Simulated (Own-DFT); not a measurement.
# A layer strained by its substrate: wurtzite GaN, 72 atoms (Ga36N36)

Calculated, not measured: single-point runs of Own-DFT, a retired in-house plane-wave DFT program that no person has reviewed, on unrelaxed cells, without spin or spin-orbit coupling.

Common settings: PBE; PseudoDojo norm-conserving scalar-relativistic files; cutoff 42 hartree; 4 x 4 x 3 k mesh centred on Gamma; Fermi-Dirac smearing of 0.1 eV.

Caveats: forces not confirmed at this smearing and k mesh; stress not checked against mesh or cutoff.

Unstrained cell vectors in Å: (9.567, 0.000, 0.000); (-4.784, 8.285, 0.000); (0.000, 0.000, 10.370). The unstrained cell has measured lattice constants (interpolated for alloys), not those of this functional. That, the random moves and any unrelaxed bonds set the pressure at no strain. Each run strains x and y alike by e, as a substrate would, and holds the height along z. Each atom got a random Gaussian move of width 0.05 Å along each axis. Stress is positive in tension.

| e (%) | u (Å) | (s_xx + s_yy)/2 (GPa) | s_zz (GPa) |
|---|---|---|---|
| -3.00 | 0.053 | -26.47 | -14.10 |
| -2.50 | 0.048 | -22.57 | -12.21 |
| -1.75 | 0.049 | ? | ? |
| -1.25 | 0.048 | -15.08 | -9.20 |
| -1.00 | 0.049 | -13.87 | -8.38 |
| -0.75 | 0.050 | -11.97 | -8.53 |
| -0.25 | 0.054 | -9.86 | -7.91 |
| 1.25 | 0.049 | -1.58 | -5.43 |
| 2.00 | 0.046 | 2.26 | -4.77 |
| 3.00 | 0.050 | 5.51 | -2.15 |

## Worked fit

With e as a fraction, the in-plane stress is -8.0 + 536 e - 2464 e² GPa (errors 7 and 391, scatter 0.40), and s_zz is -7.6 + 180 e GPa (slope ± 12, scatter 0.70). At e = 0 the first slope is C11 + C12 and the second 2 C13, both with the ions held to the strained lattice and at the cell's own pressure. The term in e² is negative: the layer stiffens under compression and softens under tension. A free layer would change its height as e changes, and the in-plane slope would drop by 2 C13²/C33 to the biaxial modulus. At fixed height, a misfit of 1 % moves the in-plane stress by about 5.4 GPa and s_zz by 1.8 GPa.

## Test on the hidden row

The question: what are the two stresses at e = -1.75 %?

The fitted form gives -18.1 and -10.7 GPa. Computed: -18.26 and -9.80 GPa.
